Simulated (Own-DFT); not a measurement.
# How strain changes the stress of C40 NbSi2, 36 atoms (Nb12Si24)

Calculated results; nothing here was measured. The program, named Own-DFT, is a retired in-house plane-wave density functional code that no person has reviewed. Each row is one single-point run on a periodic cell that was not relaxed, without spin or spin-orbit coupling.

Settings of every run: PBE; PseudoDojo norm-conserving scalar-relativistic files; cutoff 42 hartree; 4 x 4 x 5 k mesh centred on Gamma; cold (Marzari-Vanderbilt) smearing of 0.2 eV.

Known limits: forces on such cells failed a check on a denser k mesh; stress not checked against mesh or cutoff.

Unstrained cell vectors in Å: (0.000, 8.324, 0.000); (-9.613, 0.000, 0.000); (0.000, 0.000, 6.586). The unstrained cell was taken from the Materials Project. The random moves and any unrelaxed bonds add to the pressure at no strain. Each run strains this cell uniformly, with the atoms carried along. Every atom was also moved at random, by a Gaussian of width 0.05 Å on each axis. Strain is the symmetric tensor, in per cent. Stress is positive in tension, and the pressure is minus a third of its trace.

| run | e_xx (%) | e_yy (%) | e_zz (%) | e_yz (%) | e_xz (%) | e_xy (%) | s_xx (GPa) | s_yy (GPa) | s_zz (GPa) | s_yz (GPa) | s_xz (GPa) | s_xy (GPa) | P (GPa) | E (meV/atom) |
|---|---|---|---|---|---|---|---|---|---|---|---|---|---|---|
| 1 | 0.97 | 0.32 | -0.26 | 1.30 | -1.90 | 0.11 | 0.79 | -0.17 | -4.49 | 3.96 | -6.53 | 0.51 | 1.29 | 6.1 |
| 2 | -0.02 | 1.54 | -0.89 | 0.11 | 1.44 | 1.09 | -2.04 | 1.85 | -6.69 | -0.18 | 4.61 | 2.45 | 2.29 | 7.6 |
| 3 | 1.95 | 0.10 | -0.61 | -0.07 | -1.74 | 0.16 | 3.65 | -0.94 | -5.61 | 0.38 | -4.87 | 1.13 | 0.96 | 11.2 |
| 4 | -0.16 | -1.93 | -1.27 | -0.15 | -1.68 | -0.74 | -5.88 | -10.93 | -11.92 | -0.42 | -5.69 | -2.50 | 9.58 | 17.1 |
| 5 | 1.89 | -1.84 | 1.46 | 1.99 | 1.25 | -1.73 | 3.97 | -7.26 | 2.38 | 5.55 | 4.33 | -4.63 | 0.31 | 17.8 |
| 6 | 0.60 | -0.64 | 0.77 | 1.60 | -0.95 | 1.72 | -1.25 | -3.86 | -0.05 | 4.94 | -2.75 | 5.34 | 1.72 | 12.2 |
| 7 | 1.11 | 1.51 | -0.50 | 0.37 | -1.61 | -1.11 | 1.44 | 3.39 | -4.97 | 0.48 | -4.41 | -3.67 | 0.05 | 17.8 |
| 8 | -0.21 | 1.22 | -1.36 | -0.88 | 1.47 | 0.77 | -3.08 | 0.68 | -10.31 | -3.06 | 5.59 | 2.07 | 4.24 | 15.6 |
| 9 | -1.44 | 1.77 | -2.00 | -1.65 | 0.03 | 0.73 | -8.18 | 1.03 | -13.29 | -4.93 | 0.06 | 1.89 | 6.81 | 17.5 |
| 10 | 0.35 | 1.61 | -0.63 | -1.38 | 1.78 | -0.68 | -0.22 | 3.15 | -5.25 | -4.91 | 5.69 | -1.99 | 0.78 | 0.5 |
| 11 | -0.35 | 0.95 | 0.77 | -0.65 | -1.35 | 0.99 | -2.11 | 1.36 | -0.44 | -2.52 | -4.11 | 2.64 | 0.40 | 2.2 |
| 12 | 1.85 | -1.65 | -0.52 | 0.99 | 1.24 | -1.62 | 1.43 | -7.76 | -6.32 | 2.75 | 3.54 | -4.55 | 4.22 | 23.0 |
| 13 | 0.64 | -1.42 | -0.16 | 1.67 | 1.34 | 0.26 | -0.30 | -7.71 | -6.10 | 6.04 | 4.42 | 0.63 | 4.70 | 10.6 |
| 14 | 0.02 | -0.14 | 0.77 | 0.85 | -1.94 | 0.66 | -1.84 | -1.88 | -0.94 | 3.09 | -5.91 | 1.93 | 1.55 | 1.7 |
| 15 | -1.05 | 1.51 | -1.48 | 0.42 | -1.57 | -0.97 | -5.88 | 1.47 | -10.32 | 1.28 | -5.36 | -2.93 | 4.91 | 0.0 |
| 16 | -1.41 | -0.11 | -0.96 | 1.79 | 0.10 | 1.98 | ? | ? | ? | ? | ? | ? | ? | ? |

E is the free energy for each atom above the lowest run shown.

## Worked fit

Each stress component was fitted by least squares to a constant and the strains of the runs shown, as fractions, with shears doubled. Shear strains stay in the fit of a normal stress only where such slopes are resolved. The slopes, in GPa:

| stress | at no strain | per e_xx | per e_yy | per e_zz | scatter |
|---|---|---|---|---|---|
| s_xx | -2.5 | 331 ± 19 | 76 ± 14 | 91 ± 19 | 0.59 |
| s_yy | -2.5 | 75 ± 13 | 375 ± 9 | 85 ± 13 | 0.39 |
| s_zz | -4.3 | 74 ± 14 | 81 ± 10 | 466 ± 14 | 0.42 |

Each shear stress against twice its own strain: yz 160 ± 9, xz 160 ± 4, xy 147 ± 5 GPa. These are stiffnesses along x, y and z of the frame in which the cell vectors are given, which need not be the crystal's axes. The atoms are held to the strained lattice; where symmetry lets them move under strain, relaxing them would lower some slopes. The table should be nearly symmetric about its diagonal, and what it lacks of that shows the noise. A ninth of its sum, 184 ± 7 GPa, estimates the bulk modulus near the mean pressure of these runs, 2.9 GPa, so it lies above the value at zero pressure.

## Withheld run

Question: what normal stresses and pressure should run 16 give?

The fit gives s_xx = -8.1, s_yy = -4.8, s_zz = -9.9 and P = 7.6 GPa. The calculation gave -9.13, -5.30, -11.00 and P = 8.48 GPa.
